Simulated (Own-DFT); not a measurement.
GaP (zincblende, strongly disordered by large displacements), InAs (zincblende, strongly disordered by large displacements) (calculated)

A calculation, not a measurement: plane-wave PBE density functional theory by an unreviewed code, no spin, of a simulated periodic cell, stress positive in tension, free energy of the whole cell less one offset for each atom, forces on such cells passed a denser k mesh, this cell's mesh not checked; broken bonds can close the gap or carry spin, so checks made on this kind of crystal may not hold here; offsets are fitted by least squares, one for each functional and potential file, so energies compare only between cells with the same atoms and settings and are not formation energies; the far tail of each file's local potential was reset to the Coulomb form; each entry is a single point on an unrelaxed cell, so the pressure reflects the starting lattice, mostly measured values (interpolated for alloys), from which strain is counted, and rises with the displacements; printed positions are rounded, which can move forces by about a meV/angstrom; the program, named Own-DFT, is a retired in-house code; no spin-orbit coupling. Program: Own-DFT development build.

Common to all runs: functional PBE; potential files PseudoDojo norm-conserving, scalar-relativistic, standard set; wave cutoff 42 hartree; occupations Fermi-Dirac; smearing width 0.1 eV; k mesh 3 x 3 x 3 centred on Gamma.

```yaml
- entry: 1
  formula: GaP
  kind: "zincblende, strongly disordered by large displacements"
  structure:
    cell_angstrom: [[10.901, 0.0, 0.0], [0.0, 10.901, 0.0], [0.0, 0.0, 10.901]]
    atoms_fractional:
      - [Ga, 0.02131, 0.98258, 0.01486]
      - [Ga, 0.00825, 0.28834, 0.22436]
      - [Ga, 0.26678, 0.00178, 0.2409]
      - [Ga, 0.2747, 0.2433, 0.98214]
      - [P, 0.1157, 0.13224, 0.0977]
      - [P, 0.11472, 0.38674, 0.37865]
      - [P, 0.38126, 0.13275, 0.36178]
      - [P, 0.37332, 0.36206, 0.14025]
      - [Ga, 0.00638, 0.99392, 0.50727]
      - [Ga, 0.00755, 0.22977, 0.72565]
      - [Ga, 0.19852, 0.99829, 0.77136]
      - [Ga, 0.24962, 0.23109, 0.49016]
      - [P, 0.12058, 0.13006, 0.64325]
      - [P, 0.1304, 0.38074, 0.86763]
      - [P, 0.3813, 0.13959, 0.86773]
      - [P, 0.38379, 0.34205, 0.62908]
      - [Ga, 0.98521, 0.46404, 0.02564]
      - [Ga, 0.02687, 0.75878, 0.23549]
      - [Ga, 0.26851, 0.49925, 0.2383]
      - [Ga, 0.27353, 0.79706, 0.01374]
      - [P, 0.11247, 0.64555, 0.12183]
      - [P, 0.11642, 0.87758, 0.37721]
      - [P, 0.37948, 0.61926, 0.40937]
      - [P, 0.37186, 0.9035, 0.15073]
      - [Ga, 0.99908, 0.52952, 0.50405]
      - [Ga, 0.02411, 0.75433, 0.74685]
      - [Ga, 0.24731, 0.47095, 0.74536]
      - [Ga, 0.23208, 0.74328, 0.44345]
      - [P, 0.15664, 0.64284, 0.64119]
      - [P, 0.10502, 0.86961, 0.8547]
      - [P, 0.37075, 0.61837, 0.83929]
      - [P, 0.37303, 0.87313, 0.63276]
      - [Ga, 0.50659, 0.00563, 0.99828]
      - [Ga, 0.51155, 0.23098, 0.21756]
      - [Ga, 0.73847, 0.97639, 0.23479]
      - [Ga, 0.77722, 0.27404, 0.99666]
      - [P, 0.642, 0.12034, 0.12285]
      - [P, 0.63368, 0.39146, 0.39169]
      - [P, 0.8996, 0.11209, 0.39061]
      - [P, 0.85384, 0.34422, 0.15724]
      - [Ga, 0.51221, 0.9895, 0.5253]
      - [Ga, 0.50224, 0.26379, 0.76197]
      - [Ga, 0.76348, 0.99781, 0.76538]
      - [Ga, 0.75332, 0.2288, 0.47978]
      - [P, 0.59305, 0.12456, 0.62621]
      - [P, 0.62954, 0.39118, 0.86277]
      - [P, 0.89444, 0.11461, 0.85626]
      - [P, 0.86221, 0.36008, 0.6189]
      - [Ga, 0.49162, 0.49915, 0.99393]
      - [Ga, 0.498, 0.71899, 0.25694]
      - [Ga, 0.74855, 0.50806, 0.25531]
      - [Ga, 0.74504, 0.74349, 0.02158]
      - [P, 0.64825, 0.65399, 0.13855]
      - [P, 0.62711, 0.8775, 0.32382]
      - [P, 0.89614, 0.59419, 0.34879]
      - [P, 0.89129, 0.84689, 0.14235]
      - [Ga, 0.51874, 0.44864, 0.49649]
      - [Ga, 0.51965, 0.75282, 0.76042]
      - [Ga, 0.74176, 0.49151, 0.74975]
      - [Ga, 0.75707, 0.75078, 0.48484]
      - [P, 0.59144, 0.60289, 0.59219]
      - [P, 0.59826, 0.87963, 0.88275]
      - [P, 0.85586, 0.62277, 0.89198]
      - [P, 0.88893, 0.90053, 0.64364]
  settings:
    hardware: "one NVIDIA H100"
  results:
    "free_energy_of_cell_above_offsets [eV]": "4.561"
    "pressure [GPa]": 11.08
    "stress_xx [GPa]": -12.07
    "stress_yy [GPa]": -10.88
    "stress_zz [GPa]": -10.28
    "stress_yz [GPa]": -2.97
    "stress_xz [GPa]": 3.6
    "stress_xy [GPa]": 1.5
    force_element: [Ga, Ga, Ga, Ga, P, P, P, P, Ga, Ga, Ga, Ga, P, P, P, P, Ga, Ga, Ga, Ga, P, P, P, P, Ga, Ga, Ga, Ga, P, P, P, P, Ga, Ga, Ga, Ga, P, P, P, P, Ga, Ga, Ga, Ga, P, P, P, P, Ga, Ga, Ga, Ga, P, P, P, P, Ga, Ga, Ga, Ga, P, P, P, P]
    "force_x [eV/angstrom]": [-2.743, 6.265, -7.806, -3.317, 2.322, 1.66, 0.635, 1.132, 0.747, -6.404, 6.094, -0.642, 6.464, -2.468, 0.966, -2.396, 0.474, -1.014, -2.196, -2.075, 4.627, -0.235, 1.31, 7.99, 0.898, -5.303, 1.85, 1.311, -0.643, 1.714, 0.824, -0.792, -1.913, -0.876, 7.199, -2.082, 1.447, 8.116, -1.553, -4.677, -2.353, 1.662, -3.686, -0.761, 4.632, -1.502, -0.063, 1.099, -0.249, -1.27, -1.563, 3.715, -5.099, -5.615, 0.683, -3.215, -10.03, -2.442, 2.329, -0.266, 3.35, 4.747, 1.534, -0.552]
    "force_y [eV/angstrom]": [-1.314, -4.212, 6.84, 2.525, 1.806, -0.264, -1.181, 0.005, 0.544, 7.275, 3.499, 0.923, -4.76, -2.636, -4.162, 1.911, 2.333, -0.026, 2.031, -2.931, -4.625, 2.689, -1.742, -6.482, -1.779, -4.674, 1.886, -0.862, -1.304, 0.448, 0.838, -0.315, 2.158, 1.424, 4.721, -2.837, 0.116, -5.991, 1.109, 3.98, -2.539, -1.319, 0.304, 0.167, 2.561, -2.493, 1.434, 0.936, 0.677, 1.173, -0.875, 4.447, -6.157, -4.794, 3.961, 3.978, 3.046, -2.332, 2.805, -0.462, 3.717, -0.431, -0.92, -3.844]
    "force_z [eV/angstrom]": [-1.189, 3.766, 5.734, 2.467, 2.132, -0.028, 0.634, -2.751, 1.159, 4.4, -2.936, 0.234, -6.959, 2.535, -0.905, -2.264, -1.43, 5.43, 2.129, -2.445, -3.915, -1.667, -2.494, -5.465, 2.419, -3.282, -2.207, 3.83, -2.6, 9.07, 2.853, -0.185, 1.411, 2.865, -2.893, -3.863, -2.652, -9.546, -3.407, -0.929, -3.326, 0.52, -0.315, 1.672, 1.654, 4.028, 3.58, 0.254, 0.07, 0.976, -0.51, -5.676, 3.41, 7.663, 0.616, -3.236, 7.37, -3.36, -3.254, -0.358, 3.092, 0.529, -1.291, -1.163]
    "wall_time [s]": 538.5
- entry: 2
  formula: GaP
  kind: "zincblende, strongly disordered by large displacements"
  structure:
    cell_angstrom: [[10.901, 0.0, 0.0], [0.0, 10.901, 0.0], [0.0, 0.0, 10.901]]
    atoms_fractional:
      - [Ga, 0.96302, 0.03424, 0.05565]
      - [Ga, 0.97103, 0.25987, 0.23441]
      - [Ga, 0.23486, 0.95304, 0.24436]
      - [Ga, 0.23729, 0.27366, 0.99381]
      - [P, 0.07228, 0.15188, 0.11826]
      - [P, 0.13458, 0.35124, 0.33604]
      - [P, 0.34467, 0.11309, 0.40122]
      - [P, 0.35922, 0.33059, 0.16534]
      - [Ga, 0.03035, 0.9925, 0.44675]
      - [Ga, 0.01085, 0.25742, 0.69567]
      - [Ga, 0.22806, 0.04038, 0.80982]
      - [Ga, 0.2884, 0.29202, 0.49484]
      - [P, 0.1884, 0.08063, 0.59906]
      - [P, 0.19025, 0.3535, 0.84833]
      - [P, 0.3843, 0.11096, 0.8634]
      - [P, 0.44737, 0.36349, 0.6109]
      - [Ga, 0.99173, 0.48977, 0.02752]
      - [Ga, 0.95259, 0.76192, 0.23219]
      - [Ga, 0.21986, 0.5225, 0.26778]
      - [Ga, 0.20508, 0.73482, 0.99841]
      - [P, 0.14102, 0.63007, 0.15738]
      - [P, 0.13318, 0.82736, 0.3389]
      - [P, 0.3864, 0.6154, 0.39493]
      - [P, 0.39825, 0.84293, 0.17486]
      - [Ga, 0.04121, 0.51384, 0.4588]
      - [Ga, 0.95815, 0.72887, 0.73185]
      - [Ga, 0.23775, 0.53684, 0.69622]
      - [Ga, 0.20173, 0.77219, 0.51349]
      - [P, 0.10521, 0.63234, 0.63617]
      - [P, 0.071, 0.89994, 0.87922]
      - [P, 0.37031, 0.62134, 0.83154]
      - [P, 0.38445, 0.87302, 0.59721]
      - [Ga, 0.48389, 0.97353, 0.9985]
      - [Ga, 0.48474, 0.22905, 0.26193]
      - [Ga, 0.75941, 0.98238, 0.19378]
      - [Ga, 0.71026, 0.2712, 0.02586]
      - [P, 0.61132, 0.11828, 0.09518]
      - [P, 0.59098, 0.3686, 0.35471]
      - [P, 0.85939, 0.10595, 0.36729]
      - [P, 0.84623, 0.39746, 0.13768]
      - [Ga, 0.46997, 0.98763, 0.49961]
      - [Ga, 0.52105, 0.25065, 0.71528]
      - [Ga, 0.78276, 0.00547, 0.74593]
      - [Ga, 0.74122, 0.23633, 0.52733]
      - [P, 0.64201, 0.1008, 0.62374]
      - [P, 0.59606, 0.37706, 0.85592]
      - [P, 0.85362, 0.18036, 0.90385]
      - [P, 0.89929, 0.39317, 0.6242]
      - [Ga, 0.48988, 0.49864, 0.96892]
      - [Ga, 0.54023, 0.71382, 0.26262]
      - [Ga, 0.77395, 0.54701, 0.23755]
      - [Ga, 0.73036, 0.70798, 0.97765]
      - [P, 0.57579, 0.61908, 0.09877]
      - [P, 0.65135, 0.87953, 0.36146]
      - [P, 0.91884, 0.62009, 0.39294]
      - [P, 0.86754, 0.88874, 0.09623]
      - [Ga, 0.53762, 0.48576, 0.47968]
      - [Ga, 0.522, 0.7293, 0.72237]
      - [Ga, 0.71398, 0.46526, 0.73482]
      - [Ga, 0.74944, 0.74581, 0.54512]
      - [P, 0.56491, 0.63215, 0.58564]
      - [P, 0.59227, 0.90386, 0.88284]
      - [P, 0.90662, 0.67146, 0.93603]
      - [P, 0.85867, 0.85508, 0.62325]
  settings:
    hardware: "one NVIDIA H100"
  results:
    "free_energy_of_cell_above_offsets [eV]": "25.190"
    "pressure [GPa]": 14.58
    "stress_xx [GPa]": -13.76
    "stress_yy [GPa]": -15.82
    "stress_zz [GPa]": -14.16
    "stress_yz [GPa]": 0.54
    "stress_xz [GPa]": 0.1
    "stress_xy [GPa]": 1.72
    force_element: [Ga, Ga, Ga, Ga, P, P, P, P, Ga, Ga, Ga, Ga, P, P, P, P, Ga, Ga, Ga, Ga, P, P, P, P, Ga, Ga, Ga, Ga, P, P, P, P, Ga, Ga, Ga, Ga, P, P, P, P, Ga, Ga, Ga, Ga, P, P, P, P, Ga, Ga, Ga, Ga, P, P, P, P, Ga, Ga, Ga, Ga, P, P, P, P]
    "force_x [eV/angstrom]": [-1.802, -2.5, 2.781, 2.834, 9.644, 0.215, -0.076, -2.916, -0.141, 2.992, -5.522, -1.225, -1.555, -4.19, 4.641, -6.833, 1.832, 1.312, 6.437, 1.515, -6.05, -3.901, -1.548, -1.231, 4.74, 0.422, 7.062, 3.015, -5.095, 1.444, -0.569, -5.031, -6.058, 1.491, -6.834, 0.623, -1.076, 5.598, 0.401, -0.04, 5.976, 3.01, -0.823, 2.008, -2.348, 0.528, 1.612, -3.197, -3.204, -0.786, -1.997, -5.025, 3.011, -0.395, -8.122, 0.954, -2.495, -3.227, 2.697, -6.044, 5.733, 7.729, 4.22, 5.38]
    "force_y [eV/angstrom]": [-0.648, 0.728, 4.277, -4.657, 3.102, 0.325, -0.222, 3.715, 0.533, -3.295, -3.216, -0.691, 1.196, 4.97, 3.114, 6.271, 0.894, -1.087, -4.879, 1.796, 3.928, -0.913, 0.116, 1.594, -6.076, -0.042, -6.002, -0.117, 3.084, -0.542, 0.871, -6.21, 2.805, -4.075, 5.315, 1.884, -1.444, -2.857, 1.024, -2.512, 4.895, -8.315, 0.951, 2.331, -1.587, -2.334, -2.067, 2.308, -0.434, 1.748, 1.379, 2.228, -0.396, -0.884, 5.645, -9.69, 0.168, 6.297, 2.369, -5.326, -0.53, -5.885, -1.891, 6.961]
    "force_z [eV/angstrom]": [-6.84, 3.501, -1.652, 7.757, 0.854, 2.504, -2.213, -3.634, 0.874, 2.769, -2.015, 0.075, -0.431, -8.257, 2.135, -4.683, -1.347, 0.806, 4.78, -2.008, -5.736, 0.706, -0.399, -2.913, 3.382, 3.586, 4.148, 1.548, -4.045, 0.13, 1.837, 5.789, 6.61, 0.508, 6.609, -1.692, 2.875, -2.986, -0.119, -1.03, -4.807, 6.076, 2.541, -2.969, 0.706, 3.124, -1.842, -1.969, 0.072, 3.495, 1.861, 0.47, -0.763, 0.408, -3.132, -3.645, 0.016, 7.841, -2.665, -5.884, -3.292, -7.645, -1.945, 2.167]
    "wall_time [s]": 621.9
- entry: 3
  formula: InAs
  kind: "zincblende, strongly disordered by large displacements"
  structure:
    cell_angstrom: [[12.1166, 0.0, 0.0], [0.0, 12.1166, 0.0], [0.0, 0.0, 12.1166]]
    atoms_fractional:
      - [In, 0.96895, 0.98672, 0.01162]
      - [In, 0.00209, 0.248, 0.23947]
      - [In, 0.23156, 0.98997, 0.24085]
      - [In, 0.27187, 0.24522, 0.00803]
      - [As, 0.13104, 0.12502, 0.09766]
      - [As, 0.12319, 0.38651, 0.3897]
      - [As, 0.36605, 0.12939, 0.32121]
      - [As, 0.37421, 0.34407, 0.1492]
      - [In, 0.01722, 0.98606, 0.53735]
      - [In, 0.97801, 0.27427, 0.76327]
      - [In, 0.24688, 0.00193, 0.71748]
      - [In, 0.23417, 0.26928, 0.48872]
      - [As, 0.10538, 0.11835, 0.62657]
      - [As, 0.09337, 0.37955, 0.89284]
      - [As, 0.37315, 0.13468, 0.84936]
      - [As, 0.35311, 0.40841, 0.64064]
      - [In, 0.02425, 0.49367, 0.01707]
      - [In, 0.01828, 0.76203, 0.2074]
      - [In, 0.25229, 0.51601, 0.26905]
      - [In, 0.24447, 0.7449, 0.00238]
      - [As, 0.13924, 0.63724, 0.10519]
      - [As, 0.13167, 0.8717, 0.38819]
      - [As, 0.39811, 0.6108, 0.39395]
      - [As, 0.37685, 0.86046, 0.12591]
      - [In, 0.99169, 0.51817, 0.48982]
      - [In, 0.9963, 0.74559, 0.73993]
      - [In, 0.23424, 0.51101, 0.74322]
      - [In, 0.26696, 0.73584, 0.50173]
      - [As, 0.09561, 0.6128, 0.60872]
      - [As, 0.11812, 0.87204, 0.87269]
      - [As, 0.37331, 0.64209, 0.86601]
      - [As, 0.36011, 0.87022, 0.63429]
      - [In, 0.4802, 0.99171, 0.01147]
      - [In, 0.51105, 0.27466, 0.25536]
      - [In, 0.76336, 0.99757, 0.24702]
      - [In, 0.7338, 0.25482, 0.98932]
      - [As, 0.63125, 0.1435, 0.11601]
      - [As, 0.61091, 0.34952, 0.39086]
      - [As, 0.89371, 0.13497, 0.38386]
      - [As, 0.89038, 0.41007, 0.13535]
      - [In, 0.49741, 0.0228, 0.49789]
      - [In, 0.52076, 0.24821, 0.73809]
      - [In, 0.75019, 0.0108, 0.72941]
      - [In, 0.76478, 0.2258, 0.49744]
      - [As, 0.61969, 0.14675, 0.6248]
      - [As, 0.63363, 0.38044, 0.89056]
      - [As, 0.90204, 0.1091, 0.86838]
      - [As, 0.87034, 0.35549, 0.64061]
      - [In, 0.50125, 0.53853, 0.02127]
      - [In, 0.47441, 0.72178, 0.24964]
      - [In, 0.74341, 0.49327, 0.27359]
      - [In, 0.7608, 0.74187, 0.00473]
      - [As, 0.6404, 0.60451, 0.1253]
      - [As, 0.64211, 0.8607, 0.39099]
      - [As, 0.88623, 0.61389, 0.37264]
      - [As, 0.86843, 0.88491, 0.12459]
      - [In, 0.50378, 0.5119, 0.50093]
      - [In, 0.51124, 0.7604, 0.75843]
      - [In, 0.77202, 0.48451, 0.76266]
      - [In, 0.75449, 0.73928, 0.49026]
      - [As, 0.62611, 0.64368, 0.61653]
      - [As, 0.60954, 0.88191, 0.84917]
      - [As, 0.85846, 0.62086, 0.89034]
      - [As, 0.89138, 0.87181, 0.61576]
  settings:
    hardware: "one NVIDIA H200"
  results:
    "free_energy_of_cell_above_offsets [eV]": "-1.917"
    "pressure [GPa]": 9.03
    "stress_xx [GPa]": -9.0
    "stress_yy [GPa]": -8.84
    "stress_zz [GPa]": -9.24
    "stress_yz [GPa]": -0.27
    "stress_xz [GPa]": -1.0
    "stress_xy [GPa]": 0.22
    force_element: [In, In, In, In, As, As, As, As, In, In, In, In, As, As, As, As, In, In, In, In, As, As, As, As, In, In, In, In, As, As, As, As, In, In, In, In, As, As, As, As, In, In, In, In, As, As, As, As, In, In, In, In, As, As, As, As, In, In, In, In, As, As, As, As]
    "force_x [eV/angstrom]": [4.78, 0.57, -0.013, -0.574, -1.708, -2.252, 0.498, -2.502, -0.356, 3.124, -1.254, 2.689, 2.631, 4.696, 0.014, 3.679, -2.308, -0.516, -0.315, 3.002, -1.362, -0.383, -4.57, -1.208, -0.522, -0.011, -2.744, -1.391, 3.944, 0.09, -0.152, 2.713, 1.496, 0.873, -2.146, 4.232, -1.172, 3.218, 1.36, -1.986, -0.821, -3.584, 0.671, -1.257, 2.763, -3.024, -2.459, -2.184, -3.804, 2.798, 0.013, -2.332, 2.139, -2.648, -2.635, -1.956, 3.532, -3.09, -1.965, 2.635, 0.09, 4.014, 3.342, -4.401]
    "force_y [eV/angstrom]": [2.376, 0.932, -0.113, 0.149, -1.202, 1.475, 0.259, 4.655, -0.953, -3.318, 1.278, -2.931, 5.835, -2.612, -0.765, -3.745, 3.618, 0.48, -1.068, 3.808, -3.796, -0.804, 2.461, -0.167, -5.413, -0.422, 1.721, 0.307, 2.933, 0.362, -1.146, -1.298, 1.707, -3.912, 1.901, -1.469, -2.399, 2.941, -2.573, -2.441, -1.138, 4.542, -0.662, 1.763, -3.671, 2.452, 1.069, 2.543, -2.978, 1.567, -0.956, 2.018, 2.633, 2.746, 3.36, -4.218, -4.193, -3.492, 0.926, -0.664, -1.671, 4.112, -0.833, -1.899]
    "force_z [eV/angstrom]": [-3.263, -0.317, -0.402, -2.345, 1.213, -3.032, 2.651, -1.764, -5.033, 2.513, 2.762, 2.272, 2.011, -3.224, 0.804, -2.941, 1.433, 2.736, -0.876, -3.986, 3.826, -0.961, -3.006, 0.857, 0.487, 1.924, 2.95, 0.205, 3.268, 0.153, 0.496, -1.518, -1.822, -1.661, 2.369, 0.625, 1.898, 3.553, -1.444, 0.989, -1.085, 4.255, 0.882, 0.78, -3.421, -2.394, -0.819, -5.193, -3.144, -0.994, 0.299, 0.441, 2.851, -2.593, -3.438, 1.927, 4.38, -3.401, -0.214, 0.945, 1.551, 4.436, -1.54, 1.086]
    "wall_time [s]": 1201.0
- entry: 4
  formula: GaP
  kind: "zincblende, strongly disordered by large displacements"
  structure:
    cell_angstrom: [[10.901, 0.0, 0.0], [0.0, 10.901, 0.0], [0.0, 0.0, 10.901]]
    atoms_fractional:
      - [Ga, 0.97612, 0.96748, 0.02969]
      - [Ga, 0.02581, 0.26061, 0.20567]
      - [Ga, 0.24373, 0.02683, 0.17886]
      - [Ga, 0.28588, 0.22275, 0.99542]
      - [P, 0.10605, 0.10211, 0.08486]
      - [P, 0.12521, 0.42621, 0.39546]
      - [P, 0.3468, 0.05342, 0.36742]
      - [P, 0.32352, 0.35925, 0.11123]
      - [Ga, 0.00065, 0.00416, 0.45519]
      - [Ga, 0.05428, 0.23911, 0.76377]
      - [Ga, 0.24927, 0.01551, 0.7304]
      - [Ga, 0.24401, 0.26217, 0.53335]
      - [P, 0.12053, 0.13368, 0.50327]
      - [P, 0.09952, 0.39616, 0.84405]
      - [P, 0.38561, 0.14473, 0.83152]
      - [P, 0.41607, 0.35953, 0.64205]
      - [Ga, 0.95954, 0.51166, 0.02212]
      - [Ga, 0.95716, 0.72568, 0.2429]
      - [Ga, 0.20693, 0.5076, 0.23081]
      - [Ga, 0.2271, 0.78008, 0.9754]
      - [P, 0.1144, 0.64811, 0.12185]
      - [P, 0.14918, 0.8897, 0.41259]
      - [P, 0.35352, 0.58892, 0.40659]
      - [P, 0.35323, 0.86525, 0.09941]
      - [Ga, 0.98651, 0.48866, 0.49705]
      - [Ga, 0.00753, 0.73883, 0.73341]
      - [Ga, 0.24777, 0.47446, 0.77088]
      - [Ga, 0.29295, 0.73547, 0.49776]
      - [P, 0.1338, 0.62795, 0.66186]
      - [P, 0.11984, 0.83424, 0.84115]
      - [P, 0.36935, 0.67264, 0.93442]
      - [P, 0.3744, 0.87842, 0.61087]
      - [Ga, 0.53865, 0.05605, 0.98518]
      - [Ga, 0.4986, 0.28237, 0.23876]
      - [Ga, 0.78363, 0.00458, 0.25353]
      - [Ga, 0.7499, 0.27617, 0.01162]
      - [P, 0.60892, 0.13836, 0.1424]
      - [P, 0.65456, 0.40388, 0.4537]
      - [P, 0.8495, 0.09031, 0.40083]
      - [P, 0.8661, 0.38005, 0.10336]
      - [Ga, 0.49, 0.03872, 0.49562]
      - [Ga, 0.50599, 0.26761, 0.76933]
      - [Ga, 0.69263, 0.05457, 0.71844]
      - [Ga, 0.82019, 0.26772, 0.42813]
      - [P, 0.59484, 0.18201, 0.63787]
      - [P, 0.62814, 0.32999, 0.88894]
      - [P, 0.86791, 0.10316, 0.8361]
      - [P, 0.88875, 0.32403, 0.66493]
      - [Ga, 0.50632, 0.50178, 0.9989]
      - [Ga, 0.53343, 0.76313, 0.22534]
      - [Ga, 0.71635, 0.46573, 0.24407]
      - [Ga, 0.6944, 0.7753, 0.98019]
      - [P, 0.68181, 0.6269, 0.0864]
      - [P, 0.56899, 0.83377, 0.41623]
      - [P, 0.86299, 0.64767, 0.37895]
      - [P, 0.87414, 0.87125, 0.16697]
      - [Ga, 0.50315, 0.49814, 0.49428]
      - [Ga, 0.4969, 0.76206, 0.74626]
      - [Ga, 0.7082, 0.52671, 0.72294]
      - [Ga, 0.73934, 0.72596, 0.49278]
      - [P, 0.65497, 0.69736, 0.68415]
      - [P, 0.64523, 0.94629, 0.85804]
      - [P, 0.87897, 0.71679, 0.85877]
      - [P, 0.9349, 0.86587, 0.60534]
  settings:
    hardware: "one NVIDIA H100"
  results:
    "free_energy_of_cell_above_offsets [eV]": "35.477"
    "pressure [GPa]": 17.16
    "stress_xx [GPa]": -17.82
    "stress_yy [GPa]": -18.65
    "stress_zz [GPa]": -15.0
    "stress_yz [GPa]": -0.89
    "stress_xz [GPa]": -0.83
    "stress_xy [GPa]": 2.8
    force_element: [Ga, Ga, Ga, Ga, P, P, P, P, Ga, Ga, Ga, Ga, P, P, P, P, Ga, Ga, Ga, Ga, P, P, P, P, Ga, Ga, Ga, Ga, P, P, P, P, Ga, Ga, Ga, Ga, P, P, P, P, Ga, Ga, Ga, Ga, P, P, P, P, Ga, Ga, Ga, Ga, P, P, P, P, Ga, Ga, Ga, Ga, P, P, P, P]
    "force_x [eV/angstrom]": [-0.598, 0.06, 4.192, -2.213, -1.656, 3.963, -2.997, 2.128, -0.811, -1.565, -1.402, 3.758, 0.982, -2.566, -3.647, -5.246, 3.78, 5.02, 1.585, -2.17, -1.503, 2.623, 0.234, 2.843, -4.261, -2.064, 4.779, -3.496, 4.304, 0.118, 5.933, 1.114, -3.057, -1.062, -5.391, -0.027, 3.184, 4.123, -2.68, 0.961, 2.223, -0.285, 5.513, -0.226, 1.104, -0.598, 1.309, -1.135, -0.229, -0.566, -0.118, 1.552, -1.994, 0.546, 0.757, -1.479, -2.88, -5.588, 2.399, -2.183, 3.344, -1.445, -4.669, -2.623]
    "force_y [eV/angstrom]": [-0.694, 0.824, -2.663, -3.012, 4.017, -3.615, 1.23, 4.408, -4.667, -5.773, -0.915, 4.359, 0.295, 2.263, -4.466, 5.014, 5.576, -1.209, -0.545, -0.07, 0.187, -2.007, -3.021, 1.572, 2.103, -0.678, 2.99, 2.774, -3.951, 7.345, -4.886, 1.574, -1.045, 1.137, 1.552, -6.348, 0.037, -2.553, -0.313, -1.362, -0.835, 1.379, -1.366, 5.8, -0.365, 6.237, 0.622, 1.539, -0.045, -0.4, 0.572, 4.529, -4.096, 1.005, -5.989, -0.718, 1.432, 2.457, -6.428, 3.225, 1.859, -5.228, -2.388, 1.735]
    "force_z [eV/angstrom]": [-4.335, 1.379, 3.598, -3.091, -2.185, -2.191, -2.044, 3.515, 1.532, -2.26, -0.332, 0.335, 2.21, 5.764, 3.572, -4.279, -4.083, -1.061, 0.023, 4.162, -0.963, -1.996, -4.529, 1.692, 3.862, -3.813, -2.3, 2.383, -3.955, 0.125, -3.203, 1.588, -1.784, 1.074, -1.648, 0.059, 2.22, -1.56, 0.922, 6.187, 2.059, 3.414, -1.185, 2.311, -9.486, -0.401, 1.389, -2.435, 0.022, -1.113, 0.735, -3.353, 3.504, 0.159, 1.317, -4.069, 2.083, 3.014, 1.481, 2.298, -2.555, 3.335, 5.112, -2.23]
    "wall_time [s]": 667.0
```
